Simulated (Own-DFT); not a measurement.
# A change of arrangement and its cost: C36Si36, 72 atoms

No measurement is shown. These are fixed-geometry runs of a retired plane-wave code named Own-DFT, which no person has reviewed; spin and spin-orbit coupling are neglected.

Common settings: PBE; PseudoDojo norm-conserving scalar-relativistic files; cutoff 42 hartree; 4 x 4 x 3 k mesh centred on Gamma; Fermi-Dirac smearing of 0.1 eV.

Caveats: forces on such cells passed a denser k mesh, each cell not checked; stress not checked against mesh or cutoff.

All cells hold the same atoms in the same cell, with vectors in Å (9.248, 0.000, 0.000); (-4.624, 8.009, 0.000); (0.000, 0.000, 10.068). u is the rms random offset of the atoms per axis. Free energies are per cell, over the lowest run. The arrangements:

- A: 2H SiC
- B: 4H SiC

| arrangement | u (Å) | E (eV) | P (GPa) |
|---|---|---|---|
| A | 0.0264 | 0.000 | 3.71 |
| A | 0.0302 | 0.366 | 3.79 |
| A | 0.0311 | 0.397 | 3.90 |
| A | 0.0586 | 6.158 | 5.61 |
| A | 0.0600 | 6.959 | 5.84 |
| A | 0.0609 | 7.443 | 5.94 |
| B | 0.0307 | 0.111 | 3.71 |
| B | 0.0311 | 0.321 | 3.79 |
| B | 0.0313 | 0.493 | 3.89 |
| B | 0.0587 | 6.922 | 5.95 |
| B | 0.0592 | 6.998 | 6.09 |
| B | 0.0613 | 8.219 | 6.53 |

The question: which arrangement lies lowest after the energy of the random moves is removed?

## Working it out

Fit E = a + b u², with one b for all and one a for each arrangement, and with residuals divided by u², since the noise grows with the moves. Then b = 2535 eV/Å², the scatter at u = 0.04 Å is 0.25 eV, and against A:

- B: -0.20 ± 0.11 eV (not told apart from A)

The cells share one lattice and weren't relaxed, which can shift such small differences either way.
